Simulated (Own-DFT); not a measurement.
# What a defect does to the pressure of its cell: monoclinic HfO2

No measurement is shown. These are fixed-geometry runs of a retired plane-wave code named Own-DFT, which no person has reviewed; spin and spin-orbit coupling are neglected.

Common settings: PBE; PseudoDojo norm-conserving scalar-relativistic files; cutoff 72 hartree; 2 x 2 x 2 k mesh centred on Gamma; Fermi-Dirac smearing of 0.1 eV.

Known weak points (not all hold for every row): a neutral cation vacancy leaves holes that likely carry spin, which these runs leave out; not probed for a lower state with spin; hafnium file: forces about 75 meV/angstrom off all-electron values; oxygen file: force components 24 meV/angstrom off all-electron in a glass; forces on such cells passed a denser k mesh, each cell not checked; stress not checked against mesh or cutoff.

All runs share one cell, with vectors in Å (10.234, 0.000, 0.000); (0.000, 10.350, 0.000); (-1.696, 0.000, 10.445) and a volume of 1106.4 Å³. The atoms are randomly displaced, by u rms on each axis. The defect's site can differ from row to row.

| cell | formula | u (Å) | P (GPa) |
|---|---|---|---|
| no defect | Hf32O64 | 0.0199 | 3.96 |
| no defect | Hf32O64 | 0.0205 | 3.67 |
| no defect | Hf32O64 | 0.0477 | 5.58 |
| one Hf vacancy | Hf31O64 | 0.0304 | ? |
| one Hf vacancy | Hf31O64 | 0.0312 | 3.92 |
| one Hf vacancy | Hf31O64 | 0.0483 | 5.52 |
| one Hf vacancy | Hf31O64 | 0.0515 | 4.90 |
| one Si on a Hf site | Hf31O64Si | 0.0303 | 2.64 |
| one Si on a Hf site | Hf31O64Si | 0.0313 | 3.16 |
| one Si on a Hf site | Hf31O64Si | 0.0532 | 4.40 |
| two Al on a Hf site each and one O vacancy | Al2Hf30O63 | 0.0311 | 2.26 |
| two Al on a Hf site each and one O vacancy | Al2Hf30O63 | 0.0466 | 2.71 |
| two Al on a Hf site each and one O vacancy | Al2Hf30O63 | 0.0513 | 2.54 |
| two Al on a Hf site each | Al2Hf30O64 | 0.0283 | 2.45 |
| two Al on a Hf site each | Al2Hf30O64 | 0.0319 | 2.52 |
| two Al on a Hf site each | Al2Hf30O64 | 0.0487 | 3.57 |

## Fit

P = P0 + c u² + a shift for each defect gives P0 = 3.66 GPa, c = 725 ± 116 GPa/Å² and a scatter of 0.35 GPa. The shifts, and each times the cell's volume:

- one Hf vacancy: -0.31 ± 0.31 GPa, -2.2 eV (not resolved)
- one Si on a Hf site: -1.40 ± 0.29 GPa, -9.7 eV
- two Al on a Hf site each: -1.82 ± 0.29 GPa, -12.6 eV (-6.3 eV for each of its 2 sites)
- two Al on a Hf site each and one O vacancy: -2.55 ± 0.31 GPa, -17.6 eV

A positive shift means that the defect pushes the cell outwards. Shift times volume (160.2 GPa Å³ is 1 eV) depends little on the cell's size, so, taken for each site, it can be compared between cells at like pressure. The atoms around the defects weren't relaxed, which would change these numbers.

## Check

Q: what pressure belongs in the blank (one Hf vacancy, u = 0.0304 Å)?

The fitted form gives 4.01 ± 0.43 GPa. Computed: 3.45 GPa.
